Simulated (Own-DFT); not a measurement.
# Computed records: Si₄₇N₆₄ (beta silicon nitride with one vacancy, atoms displaced)

A calculation, not a measurement: plane-wave PBE density functional theory by an unreviewed code, no spin, of a simulated periodic cell, stress positive in tension, free energy of the whole cell less one offset for each atom, defect cell not probed for a lower state with spin; forces on such cells moved up to 12 meV/angstrom on a denser k mesh; offsets are fitted by least squares, one for each functional and potential file, so energies compare only between cells with the same atoms and settings and are not formation energies; the far tail of each file's local potential was reset to the Coulomb form; each entry is a single point on an unrelaxed cell, so the pressure reflects the starting lattice, mostly measured values (interpolated for alloys), from which strain is counted, and rises with the displacements; printed positions are rounded, which can move forces by about a meV/angstrom; the program, named Own-DFT, is a retired in-house code; no spin-orbit coupling; before rounding, a Quantum ESPRESSO 7.3.1 run of the same cell and cutoff gave forces within 1 meV/angstrom rms on each cell, which checks the program and not the settings. Program: Own-DFT development build.

Common to all runs: functional PBE; potential files PseudoDojo norm-conserving, scalar-relativistic, standard set; wave cutoff 42 hartree; occupations Fermi-Dirac; smearing width 0.1 eV; k mesh 2 x 2 x 4 centred on Gamma.

(1) 
```cif
# cell vector a (Å): 15.2120 0.0000 0.0000
# cell vector b (Å): -7.6060 13.1740 0.0000
# cell vector c (Å): 0.0000 0.0000 5.8180
data_Si47N64
_symmetry_space_group_name_H-M 'P 1'
_symmetry_Int_Tables_number 1
_cell_length_a 15.2120
_cell_length_b 15.2120
_cell_length_c 5.8180
_cell_angle_alpha 90.000
_cell_angle_beta 90.000
_cell_angle_gamma 120.000
_cell_volume 1165.94
loop_
_atom_site_label
_atom_site_type_symbol
_atom_site_fract_x
_atom_site_fract_y
_atom_site_fract_z
_atom_site_occupancy
Si1 Si 0.08580 0.38841 0.11971 1
Si2 Si 0.11134 0.19150 0.11488 1
Si3 Si 0.29858 0.41160 0.12540 1
Si4 Si 0.41313 0.11209 0.37305 1
Si5 Si 0.38706 0.30138 0.37429 1
Si6 Si 0.20348 0.09060 0.39147 1
N1 N 0.16840 0.01371 0.12611 1
N2 N 0.48685 0.15676 0.11368 1
N3 N 0.34143 0.33681 0.12905 1
N4 N 0.33767 0.48423 0.37537 1
N5 N 0.01791 0.34866 0.38240 1
N6 N 0.15297 0.17114 0.36485 1
N7 N 0.16890 0.32801 0.11399 1
N8 N 0.33502 0.16429 0.37386 1
Si7 Si 0.08412 0.37472 0.62032 1
Si8 Si 0.11331 0.20200 0.62374 1
Si9 Si 0.29746 0.41372 0.63290 1
Si10 Si 0.41783 0.11816 0.86133 1
Si11 Si 0.38059 0.29441 0.88053 1
Si12 Si 0.20551 0.08901 0.87197 1
N9 N 0.16466 0.01360 0.63702 1
N10 N 0.48042 0.14849 0.62135 1
N11 N 0.34559 0.32960 0.61409 1
N12 N 0.33436 0.47997 0.87563 1
N13 N 0.01393 0.35232 0.86519 1
N14 N 0.15018 0.16728 0.87418 1
N15 N 0.17094 0.33220 0.61930 1
N16 N 0.33431 0.16606 0.88293 1
Si13 Si 0.08546 0.88281 0.15225 1
Si14 Si 0.11532 0.70463 0.12193 1
Si15 Si 0.30104 0.91774 0.13231 1
Si16 Si 0.40723 0.61262 0.38398 1
Si17 Si 0.38314 0.79833 0.38439 1
Si18 Si 0.19456 0.58353 0.37783 1
N17 N 0.16698 0.52123 0.13006 1
N18 N 0.48391 0.65068 0.11189 1
N19 N 0.34957 0.83551 0.12874 1
N20 N 0.33512 0.97838 0.37650 1
N21 N 0.01446 0.84671 0.36686 1
N22 N 0.14803 0.66850 0.36832 1
N23 N 0.17313 0.83258 0.13843 1
N24 N 0.33146 0.66095 0.36678 1
Si19 Si 0.08651 0.88041 0.63383 1
Si20 Si 0.10962 0.70358 0.62946 1
Si21 Si 0.30003 0.91799 0.62948 1
Si22 Si 0.41065 0.61517 0.85770 1
Si23 Si 0.38114 0.79687 0.88395 1
Si24 Si 0.20519 0.58607 0.86471 1
N25 N 0.16139 0.50785 0.62386 1
N26 N 0.48292 0.64813 0.62351 1
N27 N 0.35500 0.83704 0.62427 1
N28 N 0.33429 0.98695 0.87554 1
N29 N 0.01200 0.85096 0.88878 1
N30 N 0.15210 0.66775 0.86903 1
N31 N 0.16878 0.83542 0.61624 1
N32 N 0.32898 0.66237 0.88018 1
Si25 Si 0.59110 0.38787 0.12819 1
Si26 Si 0.61639 0.20239 0.11904 1
Si27 Si 0.79970 0.41346 0.12628 1
Si28 Si 0.91881 0.12219 0.37430 1
Si29 Si 0.88386 0.29567 0.37692 1
Si30 Si 0.70009 0.08554 0.36281 1
N33 N 0.67285 0.01426 0.11887 1
N34 N 0.98475 0.15138 0.10945 1
N35 N 0.84742 0.33490 0.11643 1
N36 N 0.83584 0.49151 0.36659 1
N37 N 0.51772 0.35275 0.38245 1
N38 N 0.65647 0.16910 0.37140 1
N39 N 0.67207 0.33656 0.11712 1
N40 N 0.82730 0.16503 0.36782 1
Si31 Si 0.58321 0.37848 0.61121 1
Si32 Si 0.60875 0.19614 0.63102 1
Si33 Si 0.80352 0.41891 0.64227 1
Si34 Si 0.91326 0.11382 0.86827 1
Si35 Si 0.87910 0.29457 0.87841 1
Si36 Si 0.70420 0.08092 0.87534 1
N41 N 0.66365 0.01174 0.61806 1
N42 N 0.97848 0.14499 0.62286 1
N43 N 0.84946 0.33576 0.62882 1
N44 N 0.83968 0.49176 0.88013 1
N45 N 0.51686 0.35091 0.85853 1
N46 N 0.65526 0.16501 0.85620 1
N47 N 0.66328 0.33333 0.63245 1
N48 N 0.83444 0.17027 0.90132 1
Si37 Si 0.59011 0.88603 0.12023 1
Si38 Si 0.61986 0.70712 0.13285 1
Si39 Si 0.80194 0.91467 0.11621 1
Si40 Si 0.91081 0.61294 0.36525 1
Si41 Si 0.88927 0.80175 0.38237 1
Si42 Si 0.70018 0.59096 0.35278 1
N49 N 0.66718 0.51784 0.13728 1
N50 N 0.98530 0.65339 0.13152 1
N51 N 0.85349 0.83568 0.13922 1
N52 N 0.82356 0.98607 0.36593 1
N53 N 0.51853 0.85181 0.36413 1
N54 N 0.64726 0.66426 0.38120 1
N55 N 0.66809 0.83335 0.14147 1
N56 N 0.83362 0.66873 0.38097 1
Si43 Si 0.58528 0.88726 0.62064 1
Si44 Si 0.61370 0.69320 0.63006 1
Si45 Si 0.80136 0.91648 0.63352 1
Si46 Si 0.91294 0.61166 0.87635 1
Si47 Si 0.69052 0.58212 0.86354 1
N57 N 0.66633 0.51931 0.62181 1
N58 N 0.98593 0.64876 0.63195 1
N59 N 0.85690 0.83631 0.63714 1
N60 N 0.83218 0.98053 0.87052 1
N61 N 0.51474 0.84785 0.86889 1
N62 N 0.65149 0.66643 0.88561 1
N63 N 0.66914 0.83175 0.63668 1
N64 N 0.83854 0.67109 0.88094 1
_calc_free_energy_of_cell_above_offsets '2.554'  # eV
_calc_pressure 6.97  # GPa
_calc_stress_xx -5.37  # GPa
_calc_stress_yy -6.44  # GPa
_calc_stress_zz -9.08  # GPa
_calc_stress_yz -1.56  # GPa
_calc_stress_xz 0.46  # GPa
_calc_stress_xy 0.25  # GPa
```

Force:
```csv
element,x (eV/Å),y (eV/Å),z (eV/Å)
Si,2.721,-0.965,-0.19
Si,-1.331,4.261,1.19
Si,-4.906,2.365,0.662
Si,-1.432,0.058,-1.921
Si,-0.573,-1.725,-0.818
Si,0.575,-1.444,-2.382
N,-0.448,1.522,1.366
N,0.639,-0.848,1.191
N,7.665,-4.375,-0.437
N,-0.258,-0.955,0.68
N,-2.41,-1.269,-3.058
N,0.533,-1.922,2.428
N,-2.97,0.938,0.285
N,-0.326,1.343,0.237
Si,1.552,2.259,1.916
Si,0.838,0.591,-0.624
Si,0.905,-0.816,-2.348
Si,-3.238,-1.015,3.449
Si,0.144,1.431,-1.069
Si,-0.417,-1.388,2.286
N,-0.102,0.602,-1.733
N,2.2,0.557,-1.769
N,-0.001,0.454,2.505
N,-0.087,2.301,0.088
N,-0.548,-0.724,1.485
N,1.814,-1.842,-2.525
N,-2.35,-1.017,0.149
N,0.301,0.433,-0.425
Si,2.69,1.001,-7.093
Si,0.744,-0.331,-0.38
Si,-0.63,-2.9,-2.472
Si,2.318,0.702,-3.36
Si,2.021,-1.913,-2.499
Si,0.973,2.155,0.864
N,-0.541,-2.928,-2.134
N,0.273,-0.167,1.451
N,0.333,0.367,0.321
N,0.537,4.43,0.987
N,0.142,-0.198,6.084
N,0.936,-1.242,2.068
N,-2.444,1.429,-0.47
N,-2.976,2.25,1.058
Si,-2.264,-0.04,0.997
Si,3.527,0.735,-1.246
Si,0.077,-3.256,0.364
Si,0.471,-0.426,3.833
Si,1.374,-0.884,-0.829
Si,-2.58,-0.56,0.876
N,-0.009,0.87,-0.07
N,0.976,0.259,-0.856
N,-1.76,1.048,2.008
N,0.783,0.867,0.477
N,1.956,0.203,-0.45
N,0.023,-0.409,0.248
N,0.35,-0.096,0.65
N,1.311,2.116,-0.77
Si,0,-1.038,-1.567
Si,1.169,1.116,-0.394
Si,-0.727,1.251,0.373
Si,-3.715,-3.041,-2.954
Si,-0.755,0.203,-0.269
Si,1.101,-0.501,1.634
N,-1.215,-0.5,0.255
N,0.313,-0.469,1.864
N,1.216,0.01,2.264
N,0.296,-4.761,1.706
N,-2.083,-1.081,-4.804
N,-2.492,-0.189,-0.12
N,-1.409,-0.973,0.392
N,2.618,1.519,0.843
Si,2.178,3.745,3.725
Si,1.813,2.949,-2.373
Si,-2.091,-1.525,-3.184
Si,-2.73,-0.687,1.623
Si,1.484,1.17,-1.088
Si,-0.062,2.003,-1.922
N,0.033,2.616,0.183
N,2.932,1.836,0.08
N,0.075,0.262,-0.72
N,-0.105,-4.854,0.674
N,-1.61,-0.4,3.507
N,-0.708,-0.666,2.943
N,2.516,-0.809,-0.363
N,1.018,-2.874,-1.648
Si,0.301,-1.964,-0.434
Si,-2.326,-0.975,-0.708
Si,0.35,-2.546,2.633
Si,-0.403,3.99,2.175
Si,-1.276,-0.952,0.353
Si,2.278,1.996,5.901
N,-0.511,-2.704,-4.935
N,0.7,-0.283,-1.648
N,-1.57,0.935,0.17
N,1.697,2.062,1.247
N,-1.74,-0.285,1.048
N,0.113,-0.366,-1.27
N,0.17,1.345,-0.933
N,-0.034,-0.753,-0.392
Si,2.197,-3.089,-0.275
Si,-1.661,3.61,1.073
Si,0.672,-4.041,-4.261
Si,-0.746,6.138,0.606
Si,3.764,2.534,2.235
N,-0.416,-2.486,-2.409
N,-2.362,-1.269,-1.46
N,-1.383,1.139,-1.266
N,0.026,4.397,1.425
N,-0.682,0.36,0.927
N,-0.841,-0.393,-0.423
N,-1.246,-0.572,-0.161
N,-1.229,-2.034,-0.154
```

(2) 
```cif
# cell vector a (Å): 15.2120 0.0000 0.0000
# cell vector b (Å): -7.6060 13.1740 0.0000
# cell vector c (Å): 0.0000 0.0000 5.8180
data_Si47N64
_symmetry_space_group_name_H-M 'P 1'
_symmetry_Int_Tables_number 1
_cell_length_a 15.2120
_cell_length_b 15.2120
_cell_length_c 5.8180
_cell_angle_alpha 90.000
_cell_angle_beta 90.000
_cell_angle_gamma 120.000
_cell_volume 1165.94
loop_
_atom_site_label
_atom_site_type_symbol
_atom_site_fract_x
_atom_site_fract_y
_atom_site_fract_z
_atom_site_occupancy
Si1 Si 0.08859 0.38601 0.13563 1
Si2 Si 0.11481 0.20662 0.12888 1
Si3 Si 0.30156 0.41697 0.10672 1
Si4 Si 0.38325 0.29536 0.37399 1
Si5 Si 0.20594 0.08854 0.37812 1
N1 N 0.16929 0.01599 0.11769 1
N2 N 0.47396 0.14766 0.12503 1
N3 N 0.35445 0.33368 0.12867 1
N4 N 0.33499 0.48049 0.37039 1
N5 N 0.01611 0.35036 0.38290 1
N6 N 0.14658 0.16767 0.38420 1
N7 N 0.17098 0.33457 0.12580 1
N8 N 0.32819 0.16227 0.38376 1
Si6 Si 0.09180 0.38976 0.62862 1
Si7 Si 0.12136 0.20602 0.61559 1
Si8 Si 0.30118 0.41252 0.60964 1
Si9 Si 0.41044 0.11439 0.85914 1
Si10 Si 0.38163 0.29607 0.89943 1
Si11 Si 0.19863 0.08811 0.86980 1
N9 N 0.16955 0.01697 0.62028 1
N10 N 0.48404 0.14611 0.60973 1
N11 N 0.34404 0.33064 0.62951 1
N12 N 0.33323 0.48751 0.87858 1
N13 N 0.01860 0.34826 0.86698 1
N14 N 0.14953 0.16882 0.87133 1
N15 N 0.16301 0.33580 0.63130 1
N16 N 0.33162 0.17198 0.88080 1
Si12 Si 0.08608 0.88279 0.13518 1
Si13 Si 0.11145 0.69885 0.13823 1
Si14 Si 0.29267 0.90461 0.13018 1
Si15 Si 0.40480 0.61322 0.38678 1
Si16 Si 0.38209 0.80120 0.38787 1
Si17 Si 0.20586 0.58648 0.37240 1
N17 N 0.16211 0.51016 0.12968 1
N18 N 0.48121 0.65369 0.12456 1
N19 N 0.35219 0.83401 0.11595 1
N20 N 0.33122 0.97846 0.37839 1
N21 N 0.01288 0.85094 0.36391 1
N22 N 0.15200 0.65745 0.38871 1
N23 N 0.16315 0.83012 0.12319 1
N24 N 0.33199 0.66274 0.37554 1
Si18 Si 0.09162 0.88377 0.63257 1
Si19 Si 0.11045 0.69879 0.61930 1
Si20 Si 0.30380 0.91265 0.64264 1
Si21 Si 0.41795 0.62245 0.87819 1
Si22 Si 0.38427 0.79583 0.86571 1
Si23 Si 0.20601 0.58485 0.87891 1
N25 N 0.16744 0.51684 0.63230 1
N26 N 0.48545 0.65029 0.61074 1
N27 N 0.34863 0.83768 0.62020 1
N28 N 0.33007 0.98665 0.86971 1
N29 N 0.01853 0.84868 0.87035 1
N30 N 0.14479 0.66319 0.88089 1
N31 N 0.16778 0.83161 0.63123 1
N32 N 0.33583 0.66426 0.88195 1
Si24 Si 0.58732 0.38459 0.13398 1
Si25 Si 0.62160 0.20095 0.12188 1
Si26 Si 0.80021 0.41603 0.11566 1
Si27 Si 0.91801 0.11937 0.36327 1
Si28 Si 0.87971 0.29942 0.37752 1
Si29 Si 0.69923 0.08624 0.37216 1
N33 N 0.66607 0.01406 0.14464 1
N34 N 0.98237 0.15226 0.12568 1
N35 N 0.85149 0.33270 0.11789 1
N36 N 0.83312 0.48521 0.38151 1
N37 N 0.51797 0.35087 0.37724 1
N38 N 0.65657 0.16991 0.38171 1
N39 N 0.66759 0.32851 0.12155 1
N40 N 0.83356 0.16683 0.39852 1
Si30 Si 0.58537 0.38738 0.63178 1
Si31 Si 0.61444 0.20250 0.63484 1
Si32 Si 0.80397 0.41179 0.62396 1
Si33 Si 0.91581 0.11775 0.87391 1
Si34 Si 0.88487 0.29683 0.88714 1
Si35 Si 0.70406 0.08349 0.88063 1
N41 N 0.67314 0.01491 0.62496 1
N42 N 0.99040 0.14599 0.63372 1
N43 N 0.84757 0.32916 0.62874 1
N44 N 0.83402 0.47774 0.88455 1
N45 N 0.50924 0.35335 0.88111 1
N46 N 0.65377 0.17078 0.87454 1
N47 N 0.67046 0.33230 0.62535 1
N48 N 0.83444 0.16529 0.88372 1
Si36 Si 0.58754 0.88938 0.12975 1
Si37 Si 0.61647 0.70490 0.11446 1
Si38 Si 0.80095 0.91637 0.12986 1
Si39 Si 0.91242 0.61445 0.38017 1
Si40 Si 0.88515 0.80030 0.37004 1
Si41 Si 0.70300 0.58486 0.37606 1
N49 N 0.66905 0.51837 0.12982 1
N50 N 0.97895 0.64498 0.12245 1
N51 N 0.85620 0.83845 0.10916 1
N52 N 0.82912 0.98420 0.37463 1
N53 N 0.51625 0.84683 0.38742 1
N54 N 0.64861 0.66774 0.37974 1
N55 N 0.66246 0.83501 0.12370 1
N56 N 0.83551 0.66849 0.37657 1
Si42 Si 0.59107 0.89129 0.63333 1
Si43 Si 0.61749 0.70144 0.61440 1
Si44 Si 0.79664 0.91638 0.62587 1
Si45 Si 0.91506 0.61861 0.86143 1
Si46 Si 0.88324 0.79564 0.86777 1
Si47 Si 0.70058 0.58124 0.87145 1
N57 N 0.67595 0.52829 0.60861 1
N58 N 0.98068 0.65069 0.61891 1
N59 N 0.85339 0.83254 0.62989 1
N60 N 0.83065 0.98543 0.88872 1
N61 N 0.51291 0.84346 0.87042 1
N62 N 0.64985 0.66486 0.87314 1
N63 N 0.66857 0.83257 0.63374 1
N64 N 0.83001 0.66374 0.87686 1
_calc_free_energy_of_cell_above_offsets '2.044'  # eV
_calc_pressure 7.44  # GPa
_calc_stress_xx -5.55  # GPa
_calc_stress_yy -6.55  # GPa
_calc_stress_zz -10.23  # GPa
_calc_stress_yz -0.17  # GPa
_calc_stress_xz 2.02  # GPa
_calc_stress_xy 1.11  # GPa
```

Force:
```csv
element,x (eV/Å),y (eV/Å),z (eV/Å)
Si,0.043,-2.856,-1.408
Si,1.016,-0.745,-0.786
Si,0.077,-2.332,3.007
Si,1.357,-1.731,2.275
Si,-1.594,-1.181,-1.689
N,-0.972,-0.404,1.035
N,2.893,0.963,-0.925
N,-3.726,2.612,2.243
N,-0.074,1.854,-1.283
N,-1.14,-0.018,-0.605
N,2.659,-1.971,-4.406
N,-0.942,0.726,0.078
N,1.557,3.425,-0.194
Si,-1.237,-1.225,-0.435
Si,-2.786,1.748,4.023
Si,-2.59,-0.633,3.029
Si,-0.456,0.934,0.228
Si,0.383,-0.124,-5.405
Si,1.082,0.385,0.617
N,-0.859,-1.316,0.925
N,0.189,0.342,2.073
N,1.686,-0.246,0.147
N,0.785,1.146,-3.439
N,-1.655,-0.126,2.652
N,0.354,-0.406,1.353
N,3.664,-0.133,-0.716
N,0.796,-2.901,-0.625
Si,0.531,1.442,-2.878
Si,0.442,-0.248,-1.351
Si,-0.27,3.427,0.069
Si,3.901,-0.317,-2.521
Si,3.04,-1.585,-3.812
Si,0.299,-2.146,1.09
N,0.472,3.136,-0.295
N,1.822,0.098,1.598
N,0.043,-0.372,0.907
N,-0.16,-1.13,-0.034
N,1.26,0.374,3.083
N,-3.723,2.27,-1.425
N,0.377,-1.017,0.636
N,-2.376,3.009,0.334
Si,-0.935,0.859,-1.76
Si,1.784,0.866,2.163
Si,-4.726,2.582,-3.532
Si,1.165,-1.808,-1.557
Si,0.261,-0.837,1.174
Si,-1.562,0.806,0.448
N,0.214,0.62,-1.143
N,-0.062,-0.132,2.541
N,3.089,-2.636,2.531
N,0.429,-1.722,2.453
N,-1.199,-0.648,1.181
N,1.281,-0.849,-0.229
N,0.667,-0.713,-0.389
N,-2.699,1.564,-0.657
Si,1.15,-0.724,-1.267
Si,-4.328,-0.26,2.253
Si,-0.655,-3.451,4.579
Si,-2.349,-0.942,4.862
Si,3.311,-1.984,-0.089
Si,2.266,2.449,3.195
N,-0.607,0.606,-3.771
N,2.416,0.94,-1.408
N,-2.147,1.716,2.695
N,0.798,-0.694,-1
N,-1.403,0.127,1.047
N,-0.5,-0.525,-0.522
N,-1.028,2.426,0.213
N,-0.037,0.006,-1.381
Si,1.856,-0.706,-0.476
Si,-1.64,0.019,-2.262
Si,-2.466,-0.76,0.823
Si,-0.378,-0.688,-0.75
Si,2.636,-1.094,-3.301
Si,-0.024,1.792,-0.177
N,-1.016,1.272,0.931
N,-1.756,-0.53,-1.882
N,-0.068,0.994,0.879
N,0.415,4.825,-5.006
N,3.09,1.741,-0.193
N,3.388,-2.987,0.178
N,-1.83,1.962,0.219
N,-0.652,0.325,0.199
Si,-0.459,-3.685,0.36
Si,-1.485,-0.096,1.786
Si,-1.169,-2.535,-0.543
Si,-2.386,0.17,-2.724
Si,-0.055,-1.351,-0.052
Si,-0.192,5.888,-4.242
N,-0.252,-2.508,-1.264
N,1.478,0.592,0.618
N,-1.599,0.598,2.278
N,1.148,1.552,0.513
N,-1.613,0.73,-0.677
N,2.57,-1.524,-4.049
N,2.29,0.332,0.044
N,-0.575,-0.069,-0.308
Si,0.979,-3.769,-0.837
Si,-2.007,1.294,2.731
Si,1.056,-1.298,1.27
Si,-2.135,-1.712,3.217
Si,2.164,-0.791,0.83
Si,-0.487,3.121,0.797
N,-0.789,-7.273,5.773
N,2.367,0.627,0.098
N,-2.787,2.234,-2.454
N,0.506,1.2,-2.273
N,0.316,1.831,0.989
N,0.521,-0.886,-0.464
N,-0.92,0.523,-0.243
N,1.202,0.277,-0.152
```

(3) 
```cif
# cell vector a (Å): 15.2120 0.0000 0.0000
# cell vector b (Å): -7.6060 13.1740 0.0000
# cell vector c (Å): 0.0000 0.0000 5.8180
data_Si47N64
_symmetry_space_group_name_H-M 'P 1'
_symmetry_Int_Tables_number 1
_cell_length_a 15.2120
_cell_length_b 15.2120
_cell_length_c 5.8180
_cell_angle_alpha 90.000
_cell_angle_beta 90.000
_cell_angle_gamma 120.000
_cell_volume 1165.94
loop_
_atom_site_label
_atom_site_type_symbol
_atom_site_fract_x
_atom_site_fract_y
_atom_site_fract_z
_atom_site_occupancy
Si1 Si 0.08020 0.38420 0.13510 1
Si2 Si 0.12004 0.20625 0.12142 1
Si3 Si 0.30528 0.41391 0.13764 1
Si4 Si 0.42284 0.12261 0.37052 1
Si5 Si 0.38584 0.29723 0.37657 1
Si6 Si 0.20790 0.09141 0.36719 1
N1 N 0.16143 0.01539 0.12496 1
N2 N 0.48584 0.14760 0.11825 1
N3 N 0.35108 0.33608 0.12838 1
N4 N 0.33190 0.48692 0.37508 1
N5 N 0.01418 0.34095 0.36611 1
N6 N 0.15165 0.16619 0.37429 1
N7 N 0.16236 0.33122 0.10885 1
N8 N 0.32891 0.16344 0.37779 1
Si7 Si 0.08868 0.38957 0.62492 1
Si8 Si 0.11484 0.20245 0.63078 1
Si9 Si 0.30058 0.41313 0.62145 1
Si10 Si 0.41753 0.11747 0.87802 1
Si11 Si 0.39144 0.30744 0.87314 1
Si12 Si 0.19835 0.08760 0.88384 1
N9 N 0.16802 0.01261 0.62214 1
N10 N 0.48772 0.15550 0.63259 1
N11 N 0.35068 0.33036 0.62968 1
N12 N 0.33560 0.48531 0.87179 1
N13 N 0.02328 0.34963 0.89082 1
N14 N 0.14996 0.16154 0.88976 1
N15 N 0.15957 0.32868 0.61877 1
N16 N 0.33566 0.16675 0.86669 1
Si13 Si 0.08690 0.88070 0.11843 1
Si14 Si 0.10116 0.70008 0.12468 1
Si15 Si 0.29742 0.91322 0.11745 1
Si16 Si 0.41753 0.61742 0.36932 1
Si17 Si 0.38503 0.79784 0.38515 1
Si18 Si 0.20392 0.58612 0.37341 1
N17 N 0.16504 0.51461 0.12374 1
N18 N 0.47896 0.64828 0.12975 1
N19 N 0.34141 0.83210 0.12154 1
N20 N 0.33802 0.98766 0.38728 1
N21 N 0.01592 0.84857 0.36301 1
N22 N 0.15200 0.66201 0.36822 1
N23 N 0.17396 0.83595 0.13405 1
N24 N 0.32877 0.66426 0.37183 1
Si19 Si 0.08985 0.88729 0.62609 1
Si20 Si 0.11550 0.69909 0.63740 1
Si21 Si 0.29744 0.90694 0.62210 1
Si22 Si 0.41362 0.61545 0.88419 1
Si23 Si 0.38611 0.80353 0.88596 1
Si24 Si 0.20126 0.59114 0.88529 1
N25 N 0.17064 0.51795 0.63826 1
N26 N 0.48295 0.65559 0.63458 1
N27 N 0.35122 0.84210 0.62506 1
N28 N 0.33617 0.98183 0.89546 1
N29 N 0.01152 0.84814 0.86256 1
N30 N 0.15251 0.66818 0.88106 1
N31 N 0.17008 0.84037 0.63334 1
N32 N 0.33309 0.66343 0.87424 1
Si25 Si 0.58969 0.39343 0.12179 1
Si26 Si 0.61417 0.19951 0.12592 1
Si27 Si 0.79992 0.41389 0.12999 1
Si28 Si 0.91802 0.11561 0.37716 1
Si29 Si 0.88136 0.29992 0.37197 1
Si30 Si 0.70162 0.08439 0.36365 1
N33 N 0.66596 0.01555 0.11502 1
N34 N 0.98029 0.15191 0.11164 1
N35 N 0.85094 0.33569 0.13159 1
N36 N 0.83294 0.48769 0.36313 1
N37 N 0.51630 0.35323 0.35851 1
N38 N 0.65022 0.16676 0.37006 1
N39 N 0.66746 0.33995 0.13197 1
N40 N 0.82533 0.16000 0.35878 1
Si31 Si 0.57845 0.38115 0.62088 1
Si32 Si 0.61630 0.20946 0.62087 1
Si33 Si 0.79291 0.41608 0.61707 1
Si34 Si 0.91265 0.10411 0.88151 1
Si35 Si 0.70071 0.08993 0.88395 1
N41 N 0.66955 0.02349 0.59866 1
N42 N 0.98435 0.15269 0.62814 1
N43 N 0.85092 0.33457 0.63417 1
N44 N 0.83779 0.47990 0.87829 1
N45 N 0.51764 0.36044 0.88328 1
N46 N 0.65044 0.16492 0.87260 1
N47 N 0.66487 0.33010 0.64357 1
N48 N 0.83708 0.16758 0.87198 1
Si36 Si 0.58741 0.88670 0.11861 1
Si37 Si 0.61132 0.69714 0.11906 1
Si38 Si 0.79197 0.90893 0.13513 1
Si39 Si 0.91681 0.61659 0.37729 1
Si40 Si 0.87948 0.79467 0.37908 1
Si41 Si 0.70094 0.58688 0.36036 1
N49 N 0.66254 0.51512 0.12905 1
N50 N 0.98573 0.65145 0.12573 1
N51 N 0.85291 0.83136 0.13532 1
N52 N 0.83027 0.97891 0.38414 1
N53 N 0.52181 0.84917 0.37518 1
N54 N 0.65167 0.66476 0.38560 1
N55 N 0.67109 0.83936 0.13477 1
N56 N 0.83324 0.66877 0.36270 1
Si42 Si 0.58735 0.88133 0.61148 1
Si43 Si 0.61376 0.69584 0.65005 1
Si44 Si 0.79519 0.91041 0.61941 1
Si45 Si 0.91255 0.61698 0.87920 1
Si46 Si 0.88948 0.80120 0.88501 1
Si47 Si 0.70206 0.58300 0.86413 1
N57 N 0.66845 0.52296 0.60351 1
N58 N 0.98340 0.64940 0.62539 1
N59 N 0.84518 0.82991 0.63140 1
N60 N 0.82890 0.98231 0.86212 1
N61 N 0.50904 0.84440 0.87571 1
N62 N 0.64707 0.66627 0.87704 1
N63 N 0.66513 0.83327 0.61370 1
N64 N 0.83032 0.66389 0.87362 1
_calc_stress_zz ?
```

**Q.** What stress zz does the calculation give for Si₄₇N₆₄ (beta silicon nitride with one vacancy, atoms displaced) (entry 3)?
**A.** -9.91 GPa

**Q.** Give the table of force values for Si₄₇N₆₄ (beta silicon nitride with one vacancy, atoms displaced) (entry 3).
**A.** 
Force:
```csv
element,x (eV/Å),y (eV/Å),z (eV/Å)
Si,3.092,1.215,-1.613
Si,-2.224,-0.699,1.6
Si,-4.764,0.017,-3.015
Si,-2.929,-3.128,1.624
Si,-0.341,-1.944,-0.587
Si,-2.46,-3.681,1.488
N,0.231,-0.939,0.06
N,0.521,1.101,1.279
N,1.529,-0.612,0.128
N,1.228,-0.096,0.698
N,-1.74,0.155,4.364
N,-0.534,0.292,0.554
N,1.898,2.165,1.183
N,4.466,3.81,-0.526
Si,-1.308,-2.037,1.437
Si,0.258,-0.479,-0.473
Si,-2.447,-0.917,1.109
Si,-3.016,-2.363,-0.933
Si,-0.413,-4.572,1.873
Si,4.428,-1.595,-2.251
N,-1.01,2.975,0.561
N,-0.158,0.243,-1.426
N,-1.577,1.969,-1.858
N,1.127,-1.03,1.067
N,-1.112,-0.438,-4.404
N,-2.38,1.815,-2.662
N,3.01,2.209,-0.17
N,-0.635,1.51,0.793
Si,0.551,1.497,0.483
Si,10.73,3.964,1.181
Si,0.278,0.721,4.978
Si,-3.907,-0.099,4.318
Si,-0.442,-0.635,-1.898
Si,-0.812,-1.15,0.599
N,-0.208,0.042,1.268
N,4.005,1.485,-1.393
N,3.167,-0.886,2.228
N,0.5,0.31,-1.633
N,-0.768,-0.516,1.902
N,-3.464,1.41,1.158
N,-4.487,-2.701,-0.418
N,3.318,2.167,0.271
Si,-0.456,-0.85,-2.288
Si,0.013,1.909,-3.098
Si,-4.315,5.726,0.985
Si,-2.826,-0.538,-2.322
Si,-1.4,-3.239,-1.343
Si,2.385,-1.366,-0.307
N,-0.696,0.023,-1.831
N,1.765,-0.52,-0.992
N,5.624,-3.94,0.653
N,0.485,3.437,-5.482
N,2.953,1.028,1.348
N,-1.945,0.387,0.827
N,0.055,-3.964,0.095
N,-1.242,2.318,0.394
Si,2.624,-3.402,0.297
Si,1.009,2.974,-1.187
Si,0.502,-2.674,-1.678
Si,-2.767,-0.331,-0.97
Si,1.75,-1.669,1.38
Si,-1.73,2.215,-1.431
N,-0.713,-1.366,0.579
N,3.472,0.169,3.645
N,-1.32,0.786,-0.156
N,-0.065,1.433,2.264
N,-1.279,-0.776,2.434
N,-0.337,-0.286,0.765
N,-0.314,-1.724,-0.137
N,3.61,2.613,0.147
Si,3.119,1.64,-0.215
Si,3.161,-3.944,0.532
Si,3.181,-1.765,1.265
Si,-2.983,3.372,-2.715
Si,2.516,1.254,-4.107
N,-0.675,-4.888,6.039
N,0.896,-1.102,0.168
N,-1.362,0.874,-1.932
N,-0.793,3.189,-1.06
N,0.131,0.199,-2.015
N,-2.264,0.839,-0.012
N,-2.775,4.591,-0.794
N,-0.175,-1.725,0.189
Si,0.612,-0.651,-0.256
Si,-0.314,2.841,4.049
Si,3.595,1.856,-1.609
Si,-3.187,0.095,-0.045
Si,2.631,0.426,1.426
Si,1.814,2.995,0.839
N,-0.165,2.524,-3.137
N,-5.676,-2.534,-0.333
N,-3.221,2.103,-1.961
N,0.971,2.967,-2.381
N,-4.02,-1.457,-2.37
N,-2.244,0.484,-1.42
N,-3.248,-4.785,-1.082
N,1.086,-2.006,0.346
Si,0.499,2.704,3.209
Si,-3.413,3.781,-7.362
Si,-0.38,-1.562,1.664
Si,-0.95,-2.158,-1.114
Si,-2.787,-2.448,-1.282
Si,0.122,1.312,0.681
N,-0.464,-4.537,3.12
N,1.078,0.416,1.033
N,0.323,0.316,0.379
N,0.742,-2.333,2.523
N,3.159,2.124,-0.676
N,3.797,-2.939,3.429
N,1.243,-2.019,1.273
N,0.375,1.024,0.179
```

Further results for Si₄₇N₆₄ (beta silicon nitride with one vacancy, atoms displaced) (entry 3):

- free energy of cell above offsets: 5.763 eV
- pressure: 8.57 GPa
- stress xx: -9.33 GPa
- stress yy: -6.48 GPa
- stress yz: 1.22 GPa
- stress xz: -0.61 GPa
- stress xy: -1.43 GPa
